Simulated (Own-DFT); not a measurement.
Hf32O63 (monoclinic hafnia with one neutral oxygen vacancy, atoms displaced), Hf31SiO64 (monoclinic hafnia with substituted atoms, atoms displaced) (calculated)

A calculation, not a measurement: plane-wave PBE and HSE06 DFT by an unreviewed code, no spin, of a simulated cell at Gamma alone, so results move with cell size and shape, stress positive in tension, energies less offsets, not probed for a lower state with spin; hafnium file: forces about 75 meV/angstrom off all-electron values; oxygen file: force components 24 meV/angstrom off all-electron in a glass; k mesh not checked against a denser one; forces and stress are PBE's, HSE06 gives the energy alone, and its difference from PBE has offsets of its own; offsets are fitted by least squares, one for each functional and potential file, so energies compare only between cells with the same atoms and settings and are not formation energies; the far tail of each file's local potential was reset to the Coulomb form; each entry is a single point on an unrelaxed cell, so the pressure reflects the starting lattice, mostly measured values, from which strain is counted, and rises with the displacements; printed positions are rounded, which can move forces by about a meV/angstrom; the program is a retired in-house code; no spin-orbit coupling. Program: Own-DFT development build.

Common to all runs: first functional PBE; second functional HSE06; exact exchange share 0.25; screening 0.11 1/bohr; exchange divergence Gygi-Baldereschi; potential files PseudoDojo norm-conserving, scalar-relativistic, made for PBE, standard set; wave cutoff 48 hartree; occupations fixed; k mesh 1 x 1 x 1 centred on Gamma.

```json
{"entry": 1, "formula": "Hf32O63", "kind": "monoclinic hafnia with one neutral oxygen vacancy, atoms displaced", "structure": {"cell_angstrom": [[10.234, 0.0, 0.0], [0.0, 10.35, 0.0], [-1.6955, 0.0, 10.4453]], "atoms_fractional": [["Hf", 0.14343, 0.03189, 0.11607], ["Hf", 0.36755, 0.27311, 0.15693], ["Hf", 0.37071, 0.47214, 0.39123], ["Hf", 0.14096, 0.23814, 0.3543], ["O", 0.0433, 0.15955, 0.1756], ["O", 0.46045, 0.41309, 0.07675], ["O", 0.47428, 0.32275, 0.3326], ["O", 0.03898, 0.09045, 0.42724], ["O", 0.22081, 0.37697, 0.24262], ["O", 0.28213, 0.13748, 0.0064], ["O", 0.28477, 0.11652, 0.25949], ["O", 0.22643, 0.36245, 0.49591], ["Hf", 0.14241, 0.02814, 0.6135], ["Hf", 0.37081, 0.25412, 0.65523], ["Hf", 0.36555, 0.48744, 0.89216], ["Hf", 0.14195, 0.22094, 0.85594], ["O", 0.04511, 0.16291, 0.67169], ["O", 0.45112, 0.40975, 0.56582], ["O", 0.46583, 0.3436, 0.83842], ["O", 0.0336, 0.0954, 0.92526], ["O", 0.21061, 0.38692, 0.74455], ["O", 0.26997, 0.1258, 0.52252], ["O", 0.26742, 0.12891, 0.75138], ["O", 0.23567, 0.36389, 0.97847], ["Hf", 0.12866, 0.52937, 0.10043], ["Hf", 0.36338, 0.77193, 0.1455], ["Hf", 0.35957, 0.99105, 0.40127], ["Hf", 0.16227, 0.73894, 0.35444], ["O", 0.03765, 0.66375, 0.17407], ["O", 0.47805, 0.90952, 0.08308], ["O", 0.45868, 0.83967, 0.32142], ["O", 0.0349, 0.57661, 0.41759], ["O", 0.22207, 0.875, 0.248], ["O", 0.28222, 0.62621, 0.02046], ["O", 0.26707, 0.60973, 0.26372], ["O", 0.22648, 0.87544, 0.48659], ["Hf", 0.13227, 0.51134, 0.60443], ["Hf", 0.36139, 0.77196, 0.63735], ["Hf", 0.34965, 0.98695, 0.90587], ["Hf", 0.13983, 0.73344, 0.86094], ["O", 0.02713, 0.67239, 0.66644], ["O", 0.46869, 0.91841, 0.56931], ["O", 0.45151, 0.84402, 0.81822], ["O", 0.03866, 0.58463, 0.90894], ["O", 0.22333, 0.875, 0.73798], ["O", 0.27703, 0.63002, 0.50786], ["O", 0.28136, 0.61571, 0.76381], ["O", 0.22158, 0.86939, 0.00108], ["Hf", 0.62601, 0.01957, 0.10141], ["Hf", 0.87112, 0.26702, 0.14547], ["Hf", 0.86116, 0.46352, 0.39717], ["Hf", 0.6356, 0.21785, 0.35942], ["O", 0.53332, 0.16071, 0.16794], ["O", 0.95639, 0.40559, 0.07526], ["O", 0.96474, 0.33872, 0.32808], ["O", 0.53388, 0.10499, 0.4214], ["O", 0.7341, 0.37278, 0.2399], ["O", 0.77775, 0.11471, 0.01168], ["O", 0.77382, 0.12735, 0.26223], ["O", 0.72551, 0.36288, 0.48506], ["Hf", 0.64756, 0.02797, 0.61475], ["Hf", 0.85533, 0.27494, 0.64244], ["Hf", 0.87037, 0.47926, 0.90682], ["Hf", 0.62533, 0.22558, 0.86079], ["O", 0.54071, 0.14964, 0.67481], ["O", 0.95789, 0.42484, 0.572], ["O", 0.96737, 0.33001, 0.8205], ["O", 0.52887, 0.08504, 0.92474], ["O", 0.72028, 0.36902, 0.74665], ["O", 0.77025, 0.13752, 0.5098], ["O", 0.77668, 0.11271, 0.76983], ["O", 0.74081, 0.36442, 0.98373], ["Hf", 0.63778, 0.52118, 0.09873], ["Hf", 0.85835, 0.76221, 0.14737], ["Hf", 0.85323, 0.97937, 0.40261], ["Hf", 0.64031, 0.73754, 0.35537], ["O", 0.53202, 0.66265, 0.16907], ["O", 0.97104, 0.91367, 0.07306], ["O", 0.96376, 0.83844, 0.32705], ["O", 0.53843, 0.58478, 0.42032], ["O", 0.71589, 0.8837, 0.24148], ["O", 0.77421, 0.60743, 0.25327], ["O", 0.73742, 0.87101, 0.5025], ["Hf", 0.62402, 0.51714, 0.59795], ["Hf", 0.87052, 0.76955, 0.64757], ["Hf", 0.86973, 0.98323, 0.88933], ["Hf", 0.63372, 0.72623, 0.84845], ["O", 0.54477, 0.67209, 0.66641], ["O", 0.95912, 0.91533, 0.56643], ["O", 0.95311, 0.84211, 0.82953], ["O", 0.5341, 0.59059, 0.91571], ["O", 0.72656, 0.87934, 0.74563], ["O", 0.77634, 0.62986, 0.51393], ["O", 0.76836, 0.61309, 0.76486], ["O", 0.72949, 0.87897, 0.97626]]}, "results": {"PBE_energy_of_cell_above_offsets [eV]": "-82.464", "HSE06_less_PBE_above_offsets [eV]": "0.512", "PBE_pressure [GPa]": 8.28, "PBE_stress_xx [GPa]": -8.89, "PBE_stress_yy [GPa]": -8.43, "PBE_stress_zz [GPa]": -7.52, "PBE_stress_yz [GPa]": 0.2, "PBE_stress_xz [GPa]": 0.1, "PBE_stress_xy [GPa]": -0.25, "force_element": ["Hf", "Hf", "Hf", "Hf", "O", "O", "O", "O", "O", "O", "O", "O", "Hf", "Hf", "Hf", "Hf", "O", "O", "O", "O", "O", "O", "O", "O", "Hf", "Hf", "Hf", "Hf", "O", "O", "O", "O", "O", "O", "O", "O", "Hf", "Hf", "Hf", "Hf", "O", "O", "O", "O", "O", "O", "O", "O", "Hf", "Hf", "Hf", "Hf", "O", "O", "O", "O", "O", "O", "O", "O", "Hf", "Hf", "Hf", "Hf", "O", "O", "O", "O", "O", "O", "O", "O", "Hf", "Hf", "Hf", "Hf", "O", "O", "O", "O", "O", "O", "O", "Hf", "Hf", "Hf", "Hf", "O", "O", "O", "O", "O", "O", "O", "O"], "force_x [eV/angstrom]": [-0.859, 0.322, -1.771, -1.651, -1.644, 1.48, -2.267, -0.252, 0.629, -0.265, -0.331, -0.211, -2.045, -1.505, -2.632, -1.097, -3.176, 1.701, 1.001, 0.81, 1.499, 2.417, 2.263, -1.282, 1.779, 0.44, 0.943, -5.255, -0.975, -3.5, 0.777, 0.589, 0.907, -0.937, 1.512, 0.424, 0.602, 0.358, 2.217, 0.148, 3.233, 0.257, 0.963, -0.133, -1.128, 0.511, -0.974, 0.76, 5.303, -3.925, -0.581, 5.866, -1.186, 4.159, 2.815, -4.647, -0.959, -0.675, 0.333, -1.136, 2.019, 1.031, -1.648, 4.144, -3.396, -0.418, -0.505, -1.637, -0.16, 0.688, -0.476, -2.487, 0.279, 1.083, 2.973, 0.446, 0.141, 0.456, -0.111, -0.872, 0.21, -0.308, -2.525, 2.604, -2.885, -2.768, 1.749, -1.833, 1.866, 4.63, -0.117, -0.756, -0.923, 0.551, -1.069], "force_y [eV/angstrom]": [-4.013, 0.498, 0.836, -1.104, 2.469, 0.806, 2.26, 0.177, -0.018, -1.59, 1.054, 0.304, -3.282, 3.019, -1.121, 4.264, 1.835, -0.117, -2.381, -0.863, -1.342, 0.482, -1.409, 0.797, -1.878, -0.5, -1.985, -2.769, 0.664, -1.294, -0.176, 0.393, 1.73, 0.3, 0.71, 0.276, 2.02, 0.513, -2.218, 0.421, -1.64, 0.088, -0.468, -0.429, 0.758, -0.163, 2.178, 0.54, 0.619, -2.361, 4.589, 4.192, 1.06, 2.964, -2.673, -5.679, 0.376, 2.094, -1.203, 0.806, -4.879, 0.396, -0.927, 0.924, 3.662, -2.021, 0.733, -0.613, 0.219, -1.599, 2.5, -0.24, -0.907, 2.682, 0.189, -0.883, 0.321, -0.189, -0.594, -0.461, -1.133, 1.765, 0.011, 0.463, 0.637, 0.232, 2.95, 0.1, 0.698, -3.884, -1.046, 0.307, -0.367, -0.124, -2.339], "force_z [eV/angstrom]": [-2.553, -2.738, 0.047, 1.728, 0.978, 0.612, -0.663, -0.425, -0.695, 1.201, 0.397, -0.347, -3.174, -1.423, 1.201, -0.529, 0.332, 1.911, -2.138, 1.117, -0.641, -1.441, 2.763, 1.58, 0.77, 0.673, 0.468, 1.165, -0.697, -1.602, 1.0, 0.231, -1.657, -0.854, -0.797, 1.027, -1.193, 1.102, -1.546, -1.957, 1.313, 0.252, 0.776, 1.76, 0.634, 0.421, -0.932, -0.807, 0.508, 0.542, -1.377, -3.651, 0.661, 0.323, -0.957, 2.963, -1.44, 0.644, 0.344, 1.249, -1.055, 2.123, -4.178, 0.858, 1.61, 1.985, 0.321, -0.397, -1.927, 1.346, -2.261, 0.793, 1.435, 0.082, -2.022, 0.089, 0.479, 1.036, -0.53, -0.425, 0.273, -0.149, -1.895, 1.273, -0.445, 3.334, 0.315, -0.661, 2.001, -1.056, 1.183, -1.805, -0.528, 0.688, 1.65]}}
{"entry": 2, "formula": "Hf31SiO64", "kind": "monoclinic hafnia with substituted atoms, atoms displaced", "structure": {"cell_angstrom": [[10.234, 0.0, 0.0], [0.0, 10.35, 0.0], [-1.6955, 0.0, 10.4453]], "atoms_fractional": [["Hf", 0.14335, 0.01679, 0.09564], ["Hf", 0.36711, 0.27242, 0.14645], ["Hf", 0.37005, 0.49059, 0.37694], ["Hf", 0.12337, 0.23285, 0.34403], ["O", 0.03424, 0.1675, 0.17107], ["O", 0.45878, 0.42085, 0.06672], ["O", 0.46424, 0.33536, 0.32937], ["O", 0.03529, 0.08426, 0.42319], ["O", 0.22873, 0.37909, 0.25147], ["O", 0.2881, 0.1382, 0.01696], ["O", 0.27316, 0.11977, 0.24626], ["O", 0.22605, 0.36658, 0.48282], ["Hf", 0.12422, 0.02107, 0.60125], ["Hf", 0.37015, 0.28536, 0.63301], ["Hf", 0.36709, 0.49289, 0.88853], ["Hf", 0.14074, 0.22803, 0.85203], ["O", 0.02808, 0.16134, 0.68268], ["O", 0.473, 0.4354, 0.57073], ["O", 0.46297, 0.33499, 0.82293], ["O", 0.05139, 0.09883, 0.93928], ["O", 0.22717, 0.38433, 0.73884], ["O", 0.28551, 0.12367, 0.50745], ["O", 0.26143, 0.13029, 0.74027], ["O", 0.22583, 0.37387, 0.99042], ["Hf", 0.14992, 0.52129, 0.09009], ["Hf", 0.36279, 0.76647, 0.1415], ["Hf", 0.37682, 0.97402, 0.41313], ["Hf", 0.13261, 0.73923, 0.35524], ["O", 0.04294, 0.66628, 0.19694], ["O", 0.46152, 0.92167, 0.06807], ["O", 0.4663, 0.82854, 0.3205], ["O", 0.03424, 0.58553, 0.42602], ["O", 0.21467, 0.87855, 0.23793], ["O", 0.27587, 0.62938, 0.01092], ["O", 0.28155, 0.63617, 0.27568], ["O", 0.22073, 0.87223, 0.48593], ["Hf", 0.13256, 0.52093, 0.59988], ["Si", 0.36312, 0.7574, 0.65988], ["Hf", 0.36004, 0.98168, 0.88216], ["Hf", 0.14012, 0.72133, 0.86639], ["O", 0.03576, 0.66155, 0.66876], ["O", 0.45226, 0.91875, 0.58086], ["O", 0.44764, 0.82665, 0.82907], ["O", 0.02269, 0.58793, 0.92163], ["O", 0.21877, 0.88132, 0.7486], ["O", 0.27929, 0.62731, 0.50422], ["O", 0.28278, 0.607, 0.76092], ["O", 0.23278, 0.88071, 0.9874], ["Hf", 0.62152, 0.02503, 0.10784], ["Hf", 0.87684, 0.26466, 0.14063], ["Hf", 0.86382, 0.47818, 0.39951], ["Hf", 0.64021, 0.23182, 0.34546], ["O", 0.52609, 0.16925, 0.18204], ["O", 0.95932, 0.41666, 0.0788], ["O", 0.94818, 0.34078, 0.33053], ["O", 0.5297, 0.07777, 0.42567], ["O", 0.72568, 0.37299, 0.24607], ["O", 0.7874, 0.13912, 0.0141], ["O", 0.7732, 0.1178, 0.25556], ["O", 0.73114, 0.37313, 0.47662], ["Hf", 0.6368, 0.02287, 0.60337], ["Hf", 0.86832, 0.27098, 0.64627], ["Hf", 0.86499, 0.47923, 0.89669], ["Hf", 0.63487, 0.23149, 0.85393], ["O", 0.54487, 0.14526, 0.67635], ["O", 0.95149, 0.41629, 0.58718], ["O", 0.96762, 0.35796, 0.81706], ["O", 0.53594, 0.08246, 0.92326], ["O", 0.72086, 0.38633, 0.73173], ["O", 0.7654, 0.11675, 0.51016], ["O", 0.76508, 0.13088, 0.75003], ["O", 0.71386, 0.374, 0.98905], ["Hf", 0.64018, 0.51419, 0.11418], ["Hf", 0.86062, 0.77136, 0.14912], ["Hf", 0.86447, 0.98394, 0.41266], ["Hf", 0.65757, 0.74507, 0.35298], ["O", 0.53006, 0.66364, 0.17232], ["O", 0.98252, 0.91017, 0.06318], ["O", 0.97449, 0.82938, 0.31756], ["O", 0.53797, 0.59353, 0.4181], ["O", 0.73259, 0.86267, 0.23164], ["O", 0.77491, 0.62768, 0.99987], ["O", 0.78203, 0.62079, 0.27072], ["O", 0.72976, 0.87246, 0.47699], ["Hf", 0.65566, 0.50597, 0.61779], ["Hf", 0.86339, 0.78011, 0.6425], ["Hf", 0.87995, 0.98167, 0.89246], ["Hf", 0.64597, 0.73069, 0.85888], ["O", 0.53619, 0.67736, 0.68147], ["O", 0.95127, 0.91591, 0.55727], ["O", 0.95756, 0.81748, 0.8246], ["O", 0.53785, 0.58392, 0.91939], ["O", 0.7118, 0.89915, 0.75328], ["O", 0.76724, 0.63321, 0.50924], ["O", 0.77306, 0.6254, 0.7643], ["O", 0.72292, 0.86764, 0.99495]]}, "results": {"PBE_energy_of_cell_above_offsets [eV]": "-74.877", "HSE06_less_PBE_above_offsets [eV]": "0.778", "PBE_pressure [GPa]": 9.0, "PBE_stress_xx [GPa]": -8.9, "PBE_stress_yy [GPa]": -8.11, "PBE_stress_zz [GPa]": -9.98, "PBE_stress_yz [GPa]": 1.39, "PBE_stress_xz [GPa]": -1.95, "PBE_stress_xy [GPa]": 0.29, "force_element": ["Hf", "Hf", "Hf", "Hf", "O", "O", "O", "O", "O", "O", "O", "O", "Hf", "Hf", "Hf", "Hf", "O", "O", "O", "O", "O", "O", "O", "O", "Hf", "Hf", "Hf", "Hf", "O", "O", "O", "O", "O", "O", "O", "O", "Hf", "Si", "Hf", "Hf", "O", "O", "O", "O", "O", "O", "O", "O", "Hf", "Hf", "Hf", "Hf", "O", "O", "O", "O", "O", "O", "O", "O", "Hf", "Hf", "Hf", "Hf", "O", "O", "O", "O", "O", "O", "O", "O", "Hf", "Hf", "Hf", "Hf", "O", "O", "O", "O", "O", "O", "O", "O", "Hf", "Hf", "Hf", "Hf", "O", "O", "O", "O", "O", "O", "O", "O"], "force_x [eV/angstrom]": [3.195, -2.723, 0.431, 3.884, 0.845, 0.925, 1.562, -0.437, -0.704, -0.15, -0.658, -0.402, 5.524, -1.088, 1.778, 2.273, -0.869, -1.052, 0.555, -2.885, -0.218, -1.297, 0.59, -0.945, -3.432, 0.518, -4.039, 4.042, -0.582, -0.162, 0.645, -0.45, 1.07, 0.036, 0.534, -1.036, 1.715, 3.396, -0.045, 0.241, -0.762, 0.537, 0.358, 2.427, -0.718, -0.508, -1.356, -0.969, 2.284, -4.173, -1.101, -0.433, 1.801, 1.758, 3.686, 2.592, -0.761, -0.719, -0.386, -1.733, -0.255, -2.485, -3.295, 0.169, -4.414, 2.491, 1.428, 0.639, 1.694, 1.989, 2.642, 0.543, -0.353, 2.628, -1.479, -5.106, 1.0, -2.266, -4.658, 0.606, -1.517, 0.111, 0.148, -0.945, -3.492, -1.673, -2.893, -1.441, -1.895, 3.597, 0.44, 0.021, 2.126, 1.633, 0.841, 1.011], "force_y [eV/angstrom]": [0.309, 0.523, 1.16, 0.012, -0.891, -0.008, -1.016, 0.48, 0.893, -0.938, 0.513, 0.362, -0.196, -1.184, -4.353, 2.812, -0.619, -2.163, -0.293, -0.623, -0.786, 1.102, -0.887, 0.528, -1.511, 2.318, -0.858, -1.605, -2.523, -0.763, 0.996, -0.842, -0.119, 0.336, -0.573, 0.665, -0.37, -0.005, 0.816, 2.293, 1.694, -2.613, -1.178, 0.885, -1.0, 1.134, 5.096, -1.575, -0.852, 1.424, 3.049, -0.007, -1.352, 1.186, -3.378, 2.04, 0.728, -1.868, -0.297, -1.343, -2.513, -1.039, 0.516, -0.741, 4.716, 1.942, -2.814, 0.835, -5.027, 2.045, 0.116, -0.048, 0.724, -1.587, 2.247, -4.958, -0.628, -0.834, 4.012, -0.221, 3.086, 0.017, -0.169, 0.788, 7.503, -4.228, 0.087, 0.34, 0.235, -1.691, 1.783, 0.178, -1.435, 0.647, -0.015, 1.369], "force_z [eV/angstrom]": [4.77, 0.665, 3.973, 1.686, 0.086, 1.625, -0.427, 0.499, -3.058, -2.772, 1.101, 1.005, -0.44, -0.358, 1.671, 0.013, -0.473, 1.061, -0.714, -3.002, -0.659, 0.347, 1.846, -0.588, 4.385, 3.416, -3.93, 1.98, -5.404, 0.688, -0.013, 0.85, -0.775, -1.028, -3.603, 2.112, -0.902, 0.144, 0.801, -3.169, 1.207, 2.873, -1.546, 1.165, -1.866, 3.262, -2.588, -0.661, -1.169, 0.519, -0.265, 1.662, -0.923, -0.786, -0.784, -0.438, -1.888, -1.966, 0.566, 2.339, 0.097, 0.014, 0.86, 0.595, 0.934, -1.113, 0.0, 0.141, 4.383, -0.481, 1.991, -0.545, -1.2, -1.712, -9.297, -0.398, -1.008, -0.417, 0.891, -0.657, 0.507, 2.374, -1.81, 2.953, -6.807, 0.328, 1.353, -0.329, -0.977, 6.496, 0.183, 0.432, -0.88, 1.795, -0.768, -0.048]}}
```
